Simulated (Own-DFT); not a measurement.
# Biaxial strain at fixed height in wurtzite AlGaN with randomly placed atoms, 72 atoms (Al9Ga27N36)

No measurement is shown. These are fixed-geometry runs of a retired plane-wave code named Own-DFT, which no person has reviewed; spin and spin-orbit coupling are neglected.

Common settings: PBE; PseudoDojo norm-conserving scalar-relativistic files; cutoff 42 hartree; 4 x 4 x 3 k mesh centred on Gamma; Fermi-Dirac smearing of 0.1 eV.

Limits: forces on such cells passed a denser k mesh, each cell not checked; stress not checked against mesh or cutoff.

Unstrained cell vectors in Å: (9.509, 0.000, 0.000); (-4.755, 8.235, 0.000); (0.000, 0.000, 10.268). The unstrained cell has measured lattice constants (interpolated for alloys), not those of this functional. That, the random moves and any unrelaxed bonds set the pressure at no strain. Each run strains x and y alike by e, as a substrate would, and holds the height along z. Each coordinate of each atom was shifted by a normal deviate of width 0.05 Å. The random placing of the alloy's atoms differs from row to row. Stress is positive in tension.

```
e (%)  u (Å)  (s_xx + s_yy)/2 (GPa)  s_zz (GPa)
-2.75  0.052                 -24.15      -13.48
-2.25  0.055                 -20.02      -13.65
-1.25  0.051                 -14.42      -10.42
-1.00  0.048                 -13.51       -8.97
-0.50  0.049                      ?           ?
-0.25  0.049                  -9.55       -7.15
 0.50  0.051                  -5.09       -5.69
 1.00  0.049                  -1.39       -8.07
 2.00  0.052                   2.59       -6.05
 2.75  0.053                   4.41       -3.43
```

## Working it out

With e as a fraction, the in-plane stress is -7.4 + 528 e - 2677 e² GPa (errors 14 and 851, scatter 0.73), and s_zz is -8.3 + 174 e GPa (slope ± 25, scatter 1.35). At e = 0 the first slope is C11 + C12 and the second 2 C13, both with the ions held to the strained lattice and at the cell's own pressure. The term in e² is negative: the layer stiffens under compression and softens under tension. A free layer would change its height as e changes, and the in-plane slope would drop by 2 C13²/C33 to the biaxial modulus. At fixed height, a misfit of 1 % moves the in-plane stress by about 5.3 GPa and s_zz by 1.7 GPa.

## Withheld run

Asked: what are the two stresses at e = -0.50 %?

The fitted form gives -10.2 and -9.2 GPa. DFT gave -9.73 and -9.20 GPa.
